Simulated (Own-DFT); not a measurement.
Simulation results for AlGa3N4 (wurtzite random alloy, strained, atoms displaced)

A calculation, not a measurement: plane-wave PBE density functional theory by an unreviewed code, no spin, of a simulated periodic cell, stress positive in tension, free energy of the whole cell less one offset for each atom, forces on such cells passed a denser k mesh, this cell's mesh not checked; offsets are fitted by least squares, one for each functional and potential file, so energies compare only between cells with the same atoms and settings and are not formation energies; the far tail of each file's local potential was reset to the Coulomb form; each entry is a single point on an unrelaxed cell, so the pressure reflects the starting lattice, mostly measured values, from which strain is counted, and rises with the displacements; printed positions are rounded, which can move forces by about a meV/angstrom; the program is a retired in-house code; no spin-orbit coupling. Program: Own-DFT development build.

Common to all runs: functional PBE; potential files PseudoDojo norm-conserving, scalar-relativistic, standard set with the stringent files for Ga; wave cutoff 96 hartree; occupations Gaussian; smearing width 0.01 eV; k mesh 4 x 4 x 3 centred on Gamma.

(1) AlGa3N4 (wurtzite random alloy, strained, atoms displaced)

```cif
# cell vector a (Å): 9.5568 0.0000 0.0000
# cell vector b (Å): -4.7784 8.2764 0.0000
# cell vector c (Å): 0.0000 0.0000 10.2685
data_AlGa3N4
_symmetry_space_group_name_H-M 'P 1'
_symmetry_Int_Tables_number 1
_cell_length_a 9.5568
_cell_length_b 9.5568
_cell_length_c 10.2685
_cell_angle_alpha 90.000
_cell_angle_beta 90.000
_cell_angle_gamma 120.000
_cell_volume 812.20
loop_
_atom_site_label
_atom_site_type_symbol
_atom_site_fract_x
_atom_site_fract_y
_atom_site_fract_z
_atom_site_occupancy
Ga1 Ga 0.11877 0.23359 0.99852 1
Ga2 Ga 0.22317 0.11138 0.25433 1
N1 N 0.11804 0.22320 0.19651 1
N2 N 0.22002 0.10002 0.44339 1
Ga3 Ga 0.12432 0.22470 0.49171 1
Al1 Al 0.23009 0.12408 0.74657 1
N3 N 0.10958 0.22194 0.69036 1
N4 N 0.22050 0.11081 0.94573 1
Ga4 Ga 0.10537 0.54686 0.00517 1
Ga5 Ga 0.22511 0.44537 0.25432 1
N5 N 0.10995 0.55589 0.18424 1
N6 N 0.22412 0.44881 0.43419 1
Ga6 Ga 0.11113 0.56569 0.50349 1
Ga7 Ga 0.21765 0.43423 0.74673 1
N7 N 0.10957 0.55667 0.68409 1
N8 N 0.21911 0.44210 0.94058 1
Ga8 Ga 0.11418 0.89272 0.99798 1
Al2 Al 0.22952 0.78638 0.25624 1
N9 N 0.11413 0.87804 0.18891 1
N10 N 0.21902 0.78291 0.43853 1
Ga9 Ga 0.11024 0.87722 0.49980 1
Al3 Al 0.21578 0.76850 0.75287 1
N11 N 0.10899 0.89749 0.69168 1
N12 N 0.22680 0.78969 0.94161 1
Ga10 Ga 0.44462 0.22892 0.99940 1
Al4 Al 0.55807 0.11343 0.25350 1
N13 N 0.44775 0.21866 0.18268 1
N14 N 0.55854 0.11622 0.43680 1
Ga11 Ga 0.44595 0.23128 0.49205 1
Al5 Al 0.55577 0.11573 0.75167 1
N15 N 0.44211 0.22574 0.69056 1
N16 N 0.55419 0.10073 0.93347 1
Ga12 Ga 0.44614 0.55685 0.01083 1
Ga13 Ga 0.56130 0.45143 0.25860 1
N17 N 0.45134 0.55382 0.19594 1
N18 N 0.55661 0.44523 0.43086 1
Ga14 Ga 0.43805 0.55182 0.50833 1
Al6 Al 0.55710 0.45021 0.74682 1
N19 N 0.43877 0.55151 0.69504 1
N20 N 0.55082 0.43907 0.93163 1
Ga15 Ga 0.43922 0.89411 0.00515 1
Ga16 Ga 0.56001 0.77598 0.24302 1
N21 N 0.44617 0.89331 0.18747 1
N22 N 0.54126 0.76765 0.44517 1
Ga17 Ga 0.44618 0.88830 0.49349 1
Ga18 Ga 0.55427 0.77575 0.74392 1
N23 N 0.45226 0.90066 0.68101 1
N24 N 0.56268 0.78116 0.93370 1
Ga19 Ga 0.76809 0.21759 0.00572 1
Al7 Al 0.88689 0.10593 0.25251 1
N25 N 0.78366 0.22106 0.19490 1
N26 N 0.89475 0.11684 0.44024 1
Ga20 Ga 0.78333 0.23098 0.50273 1
Ga21 Ga 0.88089 0.10785 0.75835 1
N27 N 0.78591 0.23051 0.68891 1
N28 N 0.87872 0.10982 0.94066 1
Ga22 Ga 0.77696 0.55743 0.99419 1
Al8 Al 0.89556 0.44324 0.24425 1
N29 N 0.77431 0.54863 0.18826 1
N30 N 0.88589 0.45235 0.43671 1
Ga23 Ga 0.77578 0.55437 0.50225 1
Ga24 Ga 0.88386 0.45624 0.74732 1
N31 N 0.77265 0.55871 0.69151 1
N32 N 0.87903 0.44505 0.93334 1
Al9 Al 0.78761 0.88855 0.00051 1
Ga25 Ga 0.90178 0.78230 0.24717 1
N33 N 0.77870 0.89000 0.18522 1
N34 N 0.88788 0.78801 0.42956 1
Ga26 Ga 0.77785 0.88385 0.50786 1
Ga27 Ga 0.89655 0.77681 0.75277 1
N35 N 0.78122 0.88853 0.68130 1
N36 N 0.88711 0.78029 0.93439 1
```

The calculation gives: free energy of cell above offsets -10.016 eV; pressure 4.8 GPa; stress xx -2.96 GPa; stress yy -3 GPa; stress zz -8.42 GPa; stress yz 0.22 GPa; stress xz 0.62 GPa; stress xy 0.84 GPa.

Force:
```tsv
element	x (eV/Å)	y (eV/Å)	z (eV/Å)
Ga	-0.577	-2.422	1.038
Ga	0.967	-0.582	-0.897
N	-1.517	-0.453	-0.671
N	0.426	0.917	-0.578
Ga	-1.985	-0.47	1.103
Al	-0.683	-1.434	0.802
N	0.564	-0.966	-0.401
N	-0.21	0.838	-1.949
Ga	-0.562	1.115	-1.799
Ga	-0.271	0.167	-1.272
N	0.378	0.666	2.349
N	-0.419	-0.043	1.79
Ga	0.317	-1.317	-1.422
Ga	-0.848	1.082	0.816
N	0.056	0.615	1.718
N	0.229	1.62	-0.481
Ga	-0.461	-0.305	0.449
Al	0.271	-1.156	-1.343
N	0.225	1.438	-0.048
N	1.956	-0.974	-1.242
Ga	-2.512	1.567	1.227
Al	0.543	2.187	-0.174
N	2.132	-0.399	0.027
N	-0.041	-2.367	-1.604
Ga	0.663	-1.201	-0.362
Al	0.192	0.274	-0.682
N	0.189	0.21	1.932
N	-0.078	-0.079	-0.415
Ga	0.732	-1.65	1.237
Al	0.411	-0.192	-1.036
N	0.903	0.81	-0.162
N	-0.964	1.824	-0.037
Ga	0.211	0.428	-2.021
Ga	0.883	-1.202	-3.277
N	-1.261	0.124	-0.646
N	-0.6	0.622	3.632
Ga	0.292	0.169	-0.927
Al	-0.577	-0.996	0.674
N	0.913	-0.233	-0.539
N	-0.122	1.323	-0.095
Ga	1.611	-0.898	-1.139
Ga	-0.615	0.555	1.355
N	-0.126	-0.086	1.978
N	1.747	0.626	-1.418
Ga	-0.516	1.123	0.893
Ga	-0.248	1.041	0.63
N	-1.082	-0.944	1.389
N	0.017	-0.22	1.437
Ga	0.255	0.362	-0.547
Al	0.518	0.535	0.222
N	-0.578	0.016	0.188
N	-0.22	-0.534	-0.76
Ga	0.427	-0.696	-0.483
Ga	0.489	0.268	-1.581
N	-1.593	-0.376	0.668
N	1.545	-0.358	1.17
Ga	-0.799	-0.164	1.105
Al	-1.265	0.16	0.748
N	1.265	0.623	-0.286
N	1.207	-0.143	-0.831
Ga	-0.436	1.178	-0.875
Ga	1.733	-1.764	0.176
N	-0.833	0.048	-0.792
N	1.382	-0.285	0.839
Al	-2.017	0.42	-0.47
Ga	-1.47	-1.213	-0.425
N	0.906	0.562	-0.193
N	1.064	-1.481	1.493
Ga	-0.95	1.186	-2.844
Ga	-1.464	1.05	-0.87
N	-0.162	-0.273	3.182
N	0.443	0.129	1.325
```

(2) AlGa3N4 (wurtzite random alloy, strained, atoms displaced)

```cif
# cell vector a (Å): 9.5568 0.0000 0.0000
# cell vector b (Å): -4.7784 8.2764 0.0000
# cell vector c (Å): 0.0000 0.0000 10.2685
data_AlGa3N4
_symmetry_space_group_name_H-M 'P 1'
_symmetry_Int_Tables_number 1
_cell_length_a 9.5568
_cell_length_b 9.5568
_cell_length_c 10.2685
_cell_angle_alpha 90.000
_cell_angle_beta 90.000
_cell_angle_gamma 120.000
_cell_volume 812.20
loop_
_atom_site_label
_atom_site_type_symbol
_atom_site_fract_x
_atom_site_fract_y
_atom_site_fract_z
_atom_site_occupancy
Al1 Al 0.10567 0.21194 0.00476 1
Al2 Al 0.21353 0.10679 0.25223 1
N1 N 0.10925 0.23093 0.19388 1
N2 N 0.21419 0.10821 0.43378 1
Ga1 Ga 0.11441 0.22435 0.49107 1
Ga2 Ga 0.21363 0.10174 0.74674 1
N3 N 0.11518 0.22123 0.68585 1
N4 N 0.22477 0.11278 0.93684 1
Ga3 Ga 0.11433 0.55580 0.00159 1
Al3 Al 0.22055 0.45218 0.25292 1
N5 N 0.10782 0.55499 0.18901 1
N6 N 0.22415 0.45242 0.43222 1
Ga4 Ga 0.11845 0.56502 0.50368 1
Al4 Al 0.22752 0.44747 0.75140 1
N7 N 0.11649 0.54986 0.69527 1
N8 N 0.22460 0.44310 0.94170 1
Ga5 Ga 0.11408 0.89075 0.00048 1
Ga6 Ga 0.22913 0.78018 0.25921 1
N9 N 0.11602 0.89127 0.18677 1
N10 N 0.22442 0.78097 0.43386 1
Ga7 Ga 0.10906 0.88027 0.50206 1
Al5 Al 0.22022 0.77922 0.74404 1
N11 N 0.10431 0.88824 0.69426 1
N12 N 0.21729 0.78131 0.94256 1
Ga8 Ga 0.43563 0.21409 0.00064 1
Ga9 Ga 0.55320 0.11506 0.25104 1
N13 N 0.44626 0.22528 0.18692 1
N14 N 0.55696 0.11690 0.44574 1
Ga10 Ga 0.44275 0.21234 0.50321 1
Ga11 Ga 0.54415 0.10866 0.74762 1
N15 N 0.45003 0.22558 0.68761 1
N16 N 0.57231 0.12346 0.93549 1
Ga12 Ga 0.44232 0.55583 0.00045 1
Ga13 Ga 0.54578 0.43871 0.24931 1
N17 N 0.44564 0.57294 0.19676 1
N18 N 0.55557 0.44935 0.43869 1
Ga14 Ga 0.45557 0.55318 0.50043 1
Ga15 Ga 0.56107 0.44838 0.75373 1
N19 N 0.44927 0.56047 0.68682 1
N20 N 0.54795 0.43989 0.94687 1
Al6 Al 0.44060 0.88213 0.99724 1
Ga16 Ga 0.54374 0.77120 0.24581 1
N21 N 0.44858 0.89482 0.17392 1
N22 N 0.56306 0.77160 0.44042 1
Ga17 Ga 0.45208 0.89075 0.49919 1
Ga18 Ga 0.55744 0.77745 0.74396 1
N23 N 0.44284 0.89303 0.68535 1
N24 N 0.55652 0.77739 0.94697 1
Ga19 Ga 0.77757 0.21949 0.99342 1
Ga20 Ga 0.88950 0.11203 0.25124 1
N25 N 0.77995 0.22000 0.18422 1
N26 N 0.88542 0.11277 0.44583 1
Al7 Al 0.77827 0.22628 0.49784 1
Ga21 Ga 0.88782 0.11216 0.75117 1
N27 N 0.77958 0.22243 0.68403 1
N28 N 0.88335 0.09886 0.94384 1
Al8 Al 0.78119 0.56751 0.00242 1
Al9 Al 0.88841 0.44701 0.25507 1
N29 N 0.77584 0.54839 0.18854 1
N30 N 0.88487 0.44161 0.44562 1
Ga22 Ga 0.77507 0.55319 0.50128 1
Ga23 Ga 0.89235 0.44890 0.74053 1
N31 N 0.77430 0.55272 0.69155 1
N32 N 0.88844 0.43758 0.94234 1
Ga24 Ga 0.77730 0.88847 0.99453 1
Ga25 Ga 0.88671 0.78486 0.24936 1
N33 N 0.78566 0.88954 0.19060 1
N34 N 0.88279 0.77957 0.43921 1
Ga26 Ga 0.77915 0.89262 0.50136 1
Ga27 Ga 0.89020 0.78765 0.75978 1
N35 N 0.78405 0.89829 0.69242 1
N36 N 0.88743 0.77792 0.94630 1
```

Results for AlGa3N4 (wurtzite random alloy, strained, atoms displaced): free energy of cell above offsets -10.004 eV; pressure 4.76 GPa; stress xx -3.8 GPa; stress yy -4.85 GPa; stress zz -5.62 GPa; stress yz -0.63 GPa; stress xz -0.19 GPa; stress xy 1.37 GPa.

Force:
```tsv
element	x (eV/Å)	y (eV/Å)	z (eV/Å)
Al	-0.246	1.143	-0.295
Al	0.462	0.641	-0.956
N	1.889	-0.23	-0.716
N	1.471	-0.532	0.285
Ga	-0.946	0.543	1.075
Ga	0.536	2.344	0.35
N	-0.424	1.21	0.378
N	-1.602	-0.458	0.231
Ga	-0.846	-0.381	-0.287
Al	0.21	-0.158	-1.029
N	0.077	0.043	1.374
N	0.428	-0.194	0.962
Ga	0.112	-1.586	-0.226
Al	0.644	-1.125	0.204
N	-0.172	2.029	-0.643
N	-0.467	-1.218	-0.829
Ga	-0.48	0.148	0.485
Ga	-0.562	-0.084	-3.934
N	-0.312	0.52	1.18
N	0.505	0.222	2.75
Ga	-1.591	0.986	-0.458
Al	0.303	-0.459	1.468
N	1.759	-1.536	-0.923
N	2.069	-0.23	-2.035
Ga	1.747	0.937	-0.254
Ga	1.162	-0.11	-0.645
N	-1.71	-1.313	0.863
N	1.478	-0.869	-1.311
Ga	-1.82	1.583	-0.5
Ga	2.187	0.937	0.72
N	-1.69	-0.114	0.318
N	-3.068	-3.101	-0.266
Ga	0.237	-0.132	0.72
Ga	0.493	1.571	-0.159
N	-0.184	-5.558	-1.673
N	1.477	-2.205	-0.375
Ga	-2.43	0.408	0.028
Ga	-0.841	-0.718	0.657
N	-0.606	-1.023	0.792
N	1.324	1.104	-0.518
Al	-0.039	1.306	-1.101
Ga	1.431	4.591	1.229
N	-0.496	-0.168	2.357
N	-1.752	1.114	-0.31
Ga	0.399	-0.281	-0.388
Ga	-0.277	0.716	1.158
N	-0.586	-1.446	0.632
N	-1.125	0.118	-1.63
Ga	1.128	0.764	1.281
Ga	-0.718	-0.332	0.201
N	-0.731	1.023	1.489
N	-0.347	0.608	-0.815
Al	0.531	-0.563	0.802
Ga	0.163	1.341	-0.033
N	-0.564	-0.03	-0.199
N	1.239	2.449	-0.862
Al	0.545	-2.883	0.357
Al	0.136	-0.59	-1.015
N	-0.167	0.751	0.107
N	0.653	0.502	-1.102
Ga	-0.307	0.637	-0.205
Ga	-0.045	-1.266	1.861
N	0.421	1.594	-0.142
N	-0.785	2.194	-0.93
Ga	-0.38	-0.779	2.011
Ga	1.733	-1.719	0.257
N	-2.277	0.589	-0.789
N	1.469	-0.449	0.432
Ga	0.305	0.239	0.125
Ga	-0.313	-1.486	-0.762
N	-0.336	-1.389	-0.232
N	0.519	-0.188	-0.595
```

(3) AlGa3N4 (wurtzite random alloy, strained, atoms displaced)

```cif
# cell vector a (Å): 9.5568 0.0000 0.0000
# cell vector b (Å): -4.7784 8.2764 0.0000
# cell vector c (Å): 0.0000 0.0000 10.2685
data_AlGa3N4
_symmetry_space_group_name_H-M 'P 1'
_symmetry_Int_Tables_number 1
_cell_length_a 9.5568
_cell_length_b 9.5568
_cell_length_c 10.2685
_cell_angle_alpha 90.000
_cell_angle_beta 90.000
_cell_angle_gamma 120.000
_cell_volume 812.20
loop_
_atom_site_label
_atom_site_type_symbol
_atom_site_fract_x
_atom_site_fract_y
_atom_site_fract_z
_atom_site_occupancy
Ga1 Ga 0.10888 0.21793 0.99360 1
Ga2 Ga 0.21524 0.11141 0.24989 1
N1 N 0.11599 0.23055 0.18877 1
N2 N 0.22950 0.11585 0.44052 1
Ga3 Ga 0.10969 0.21761 0.50225 1
Ga4 Ga 0.21965 0.11268 0.75017 1
N3 N 0.11085 0.21880 0.68711 1
N4 N 0.22186 0.11074 0.92982 1
Ga5 Ga 0.10983 0.55959 0.00501 1
Ga6 Ga 0.22334 0.44531 0.25667 1
N5 N 0.11387 0.56386 0.19239 1
N6 N 0.21499 0.44030 0.43582 1
Ga7 Ga 0.12115 0.54218 0.50439 1
Ga8 Ga 0.22124 0.44876 0.74764 1
N7 N 0.11488 0.55516 0.69710 1
N8 N 0.23181 0.44651 0.94325 1
Ga9 Ga 0.10897 0.88665 0.99972 1
Ga10 Ga 0.22417 0.78531 0.24623 1
N9 N 0.11047 0.88455 0.18184 1
N10 N 0.22827 0.77914 0.43799 1
Ga11 Ga 0.11174 0.89295 0.49983 1
Al1 Al 0.21081 0.77787 0.75308 1
N11 N 0.09882 0.88605 0.69162 1
N12 N 0.22566 0.79359 0.93853 1
Al2 Al 0.44787 0.21194 0.00175 1
Ga12 Ga 0.55444 0.11284 0.25394 1
N13 N 0.43456 0.22146 0.19211 1
N14 N 0.55369 0.10955 0.44611 1
Al3 Al 0.44367 0.21264 0.49955 1
Ga13 Ga 0.55211 0.10879 0.74723 1
N15 N 0.44399 0.23253 0.69027 1
N16 N 0.56061 0.11633 0.94166 1
Ga14 Ga 0.44509 0.55060 0.00502 1
Al4 Al 0.56655 0.45535 0.24971 1
N17 N 0.44374 0.55402 0.19346 1
N18 N 0.54620 0.44397 0.43804 1
Ga15 Ga 0.44541 0.56198 0.49906 1
Ga16 Ga 0.56404 0.44465 0.74726 1
N19 N 0.44138 0.56608 0.69019 1
N20 N 0.55837 0.44863 0.93516 1
Ga17 Ga 0.43545 0.88223 0.00202 1
Ga18 Ga 0.56431 0.78750 0.24167 1
N21 N 0.43167 0.88377 0.18451 1
N22 N 0.55714 0.77294 0.44261 1
Ga19 Ga 0.43843 0.87716 0.50544 1
Ga20 Ga 0.55666 0.77576 0.74533 1
N23 N 0.43750 0.88650 0.68824 1
N24 N 0.55035 0.77388 0.94142 1
Al5 Al 0.78049 0.22790 0.99847 1
Ga21 Ga 0.89087 0.10399 0.24293 1
N25 N 0.77415 0.22573 0.18797 1
N26 N 0.88823 0.10978 0.43761 1
Al6 Al 0.76774 0.22001 0.50664 1
Ga22 Ga 0.88526 0.10825 0.74916 1
N27 N 0.77135 0.22042 0.68226 1
N28 N 0.88367 0.11391 0.93951 1
Al7 Al 0.78177 0.56005 0.99270 1
Al8 Al 0.88633 0.44475 0.24236 1
N29 N 0.77487 0.56146 0.19494 1
N30 N 0.89100 0.44894 0.44208 1
Ga23 Ga 0.78155 0.56086 0.50330 1
Ga24 Ga 0.88966 0.45248 0.75443 1
N31 N 0.78242 0.56049 0.69385 1
N32 N 0.88115 0.43686 0.94144 1
Ga25 Ga 0.77417 0.88826 0.01406 1
Ga26 Ga 0.87026 0.77227 0.24903 1
N33 N 0.76999 0.89028 0.18718 1
N34 N 0.88629 0.77301 0.43925 1
Ga27 Ga 0.77526 0.89176 0.50228 1
Al9 Al 0.88730 0.76849 0.74811 1
N35 N 0.76737 0.88518 0.68681 1
N36 N 0.88660 0.77417 0.94333 1
```

The calculation gives: free energy of cell above offsets -9.659 eV; pressure 5.09 GPa; stress xx -4.46 GPa; stress yy -4.06 GPa; stress zz -6.74 GPa; stress yz -0.29 GPa; stress xz 0.8 GPa; stress xy -0.81 GPa.

Force:
```tsv
element	x (eV/Å)	y (eV/Å)	z (eV/Å)
Ga	0.248	0.857	0.428
Ga	0.661	-0.436	-0.021
N	-0.634	-1.25	-0.575
N	-0.232	-0.549	0.077
Ga	-0.111	0.04	-0.665
Ga	0.549	-0.092	-0.778
N	-1.041	0.701	0.498
N	0.856	0.13	2.34
Ga	1.052	-0.189	-0.596
Ga	-0.315	0.676	-1.758
N	-0.753	-1.481	-0.128
N	2.508	-0.999	0.912
Ga	-4.138	2.309	0.205
Ga	1.533	-0.99	1.559
N	-1.716	1.257	-0.49
N	-2.042	-0.387	-0.695
Ga	-0.918	1.162	-0.423
Ga	-0.719	-1.062	1.582
N	-1.985	0.848	1.553
N	-1.079	-0.74	0.244
Ga	0.454	-0.842	-0.285
Al	1.279	0.432	-0.532
N	1.081	-0.423	-0.036
N	0.048	-2.426	-1.389
Al	-1.724	1.462	-0.068
Ga	-0.571	-0.226	-0.241
N	1.48	1.123	-0.964
N	0.349	-0.12	-0.362
Al	-0.807	1.937	0.261
Ga	-0.378	0.127	0.568
N	0.646	-1.803	-1.462
N	0.376	-0.425	-0.183
Ga	0.206	0.468	-0.348
Al	-1.946	-1.908	0.725
N	0.93	0.531	0.248
N	1.549	-0.807	0.004
Ga	0.28	-1.706	0.384
Ga	-2.093	0.698	0.544
N	1.089	-2.085	-0.837
N	1.38	-1.067	1.2
Ga	1.389	1.113	-1.021
Ga	-3.319	-2.231	1.895
N	2.284	1.47	0.952
N	-0.645	1.536	-1.636
Ga	0.339	0.99	-0.841
Ga	-1.407	0.81	1.812
N	-0.867	-0.348	1.377
N	0.43	0.521	0.077
Al	-0.435	-1.471	0.553
Ga	-0.811	2.542	1.407
N	0.734	0.134	-0.589
N	-0.896	0.452	-0.048
Al	1.226	0.859	-2.212
Ga	-0.221	0.04	-0.091
N	0.586	0.662	1.54
N	0.098	-0.268	0.438
Al	-1.018	-1.003	1.135
Al	0.338	0.639	1.748
N	1.224	-1.736	-2.166
N	0.261	-1.384	-0.674
Ga	-0.26	-1.401	-0.765
Ga	1.013	-1.605	-0.798
N	-0.025	0.039	-0.513
N	-0.029	1.616	0.432
Ga	-0.245	-0.15	-4.861
Ga	2.446	1.159	0.838
N	1.796	0.471	1.526
N	-0.399	1.586	-0.217
Ga	0.673	-0.238	-0.464
Al	-1.714	2.128	1.034
N	2.491	0.193	0.845
N	-0.388	0.132	-1.213
```
